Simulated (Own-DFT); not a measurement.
# Response to strain: hexagonal WC, 64 atoms (C32W32)

These are calculations, not measurements. They come from Own-DFT, an in-house plane-wave density functional program, since retired, whose code no person has reviewed. Each row is one single-point run on a periodic cell that was not relaxed, without spin or spin-orbit coupling.

Settings of every run: PBE; PseudoDojo norm-conserving scalar-relativistic files; cutoff 50 hartree; 4 x 4 x 4 k mesh centred on Gamma; cold (Marzari-Vanderbilt) smearing of 0.2 eV.

Known limits: forces on such cells moved up to 12 meV/angstrom on a denser k mesh; stress not checked against mesh or cutoff.

Unstrained cell vectors in Å: (5.833, -5.052, -2.839); (0.000, -5.052, 8.518); (-5.833, -5.052, -2.839). The unstrained cell was taken from the Materials Project. The random moves and any unrelaxed bonds add to the pressure at no strain. Each run strains this cell uniformly, with the atoms carried along. Every atom was also moved at random, by a Gaussian of width 0.05 Å on each axis. Strain is the symmetric tensor, in per cent. Stress is positive in tension, and the pressure is minus a third of its trace.

| run | e_xx (%) | e_yy (%) | e_zz (%) | e_yz (%) | e_xz (%) | e_xy (%) | s_xx (GPa) | s_yy (GPa) | s_zz (GPa) | s_yz (GPa) | s_xz (GPa) | s_xy (GPa) | P (GPa) | E (meV/atom) |
|---|---|---|---|---|---|---|---|---|---|---|---|---|---|---|
| 1 | 0.94 | 1.94 | -1.57 | 0.13 | 0.70 | 1.91 | 2.13 | 5.04 | -17.89 | 0.41 | 4.06 | 8.97 | 3.57 | 20.2 |
| 2 | -1.50 | -0.15 | 0.38 | 0.50 | 1.98 | 1.98 | -19.10 | -10.08 | -8.37 | 2.39 | 13.41 | 10.07 | 12.52 | 35.8 |
| 3 | 1.36 | -1.78 | -1.04 | 0.83 | 0.20 | -1.84 | -4.24 | -17.46 | -19.11 | 5.35 | 1.81 | -9.93 | 13.61 | 26.2 |
| 4 | -1.16 | -0.42 | -0.35 | 0.46 | -1.94 | -0.20 | -18.31 | -11.79 | -15.22 | 3.02 | -13.11 | -0.71 | 15.11 | 21.9 |
| 5 | -0.86 | 1.29 | -0.54 | -1.70 | 1.89 | -1.08 | -12.20 | 0.31 | -13.61 | -9.69 | 11.98 | -4.46 | 8.50 | 26.5 |
| 6 | -1.97 | -1.39 | 0.65 | -2.00 | -1.28 | 1.88 | -24.44 | -21.68 | -8.52 | -12.50 | -7.40 | 10.55 | 18.21 | 43.4 |
| 7 | -0.56 | -1.11 | -0.90 | -1.61 | -1.34 | -0.54 | -16.12 | -16.68 | -20.52 | -10.53 | -9.77 | -4.28 | 17.78 | 18.2 |
| 8 | 0.46 | 1.70 | -1.02 | 0.49 | -1.23 | -1.80 | -1.15 | 3.99 | -14.06 | 2.62 | -7.67 | -7.92 | 3.74 | 16.4 |
| 9 | -1.99 | 1.24 | -0.32 | -0.34 | 0.50 | -1.10 | -19.52 | -1.45 | -12.63 | -1.79 | 3.05 | -6.34 | 11.20 | 4.4 |
| 10 | 0.75 | -0.56 | -1.18 | -0.86 | 0.89 | -1.94 | -5.36 | -11.98 | -19.57 | -6.08 | 5.64 | -8.89 | 12.30 | 33.0 |
| 11 | -0.43 | 1.56 | 1.92 | 1.13 | 0.90 | 1.49 | -3.44 | 6.20 | 10.66 | 6.26 | 4.64 | 6.53 | -4.47 | 26.5 |
| 12 | -1.51 | 0.16 | 1.69 | 1.85 | 0.71 | 1.26 | -16.22 | -4.64 | 3.83 | 10.77 | 3.61 | 6.00 | 5.68 | 28.7 |
| 13 | 0.94 | -0.09 | -0.93 | -0.94 | 0.94 | -0.31 | -2.01 | -5.55 | -15.88 | -5.43 | 5.69 | -1.31 | 7.81 | 7.9 |
| 14 | 0.69 | 0.46 | 1.29 | -1.28 | 1.46 | -0.72 | 1.05 | 1.94 | 5.65 | -7.24 | 8.24 | -2.69 | -2.88 | 0.0 |
| 15 | -1.90 | 0.94 | -0.43 | 1.29 | 0.21 | -1.85 | ? | ? | ? | ? | ? | ? | ? | ? |

E is the free energy for each atom above the lowest run shown.

## Worked fit

Each stress component was fitted by least squares to a constant and the strains of the runs shown, as fractions, with shears doubled. Shear strains stay in the fit of a normal stress only where such slopes are resolved. The slopes, in GPa:

| stress | at no strain | per e_xx | per e_yy | per e_zz | scatter |
|---|---|---|---|---|---|
| s_xx | -7.6 | 754 ± 11 | 266 ± 10 | 164 ± 12 | 0.43 |
| s_yy | -6.4 | 224 ± 34 | 703 ± 29 | 192 ± 35 | 1.27 |
| s_zz | -8.9 | 183 ± 11 | 184 ± 9 | 922 ± 11 | 0.41 |

Each shear stress against twice its own strain: yz 300 ± 8, xz 328 ± 9, xy 245 ± 12 GPa. These are stiffnesses along x, y and z of the frame in which the cell vectors are given, which need not be the crystal's axes. The atoms are held to the strained lattice; where symmetry lets them move under strain, relaxing them would lower some slopes. The table should be nearly symmetric about its diagonal, and what it lacks of that shows the noise. A ninth of its sum, 399 ± 9 GPa, estimates the bulk modulus near the mean pressure of these runs, 8.8 GPa, so it lies above the value at zero pressure.

## Withheld run

Question: what normal stresses and pressure should run 15 give?

The fit gives s_xx = -20.2, s_yy = -4.9, s_zz = -14.6 and P = 13.2 GPa. The calculation gave -19.47, -4.86, -13.47 and P = 12.60 GPa.
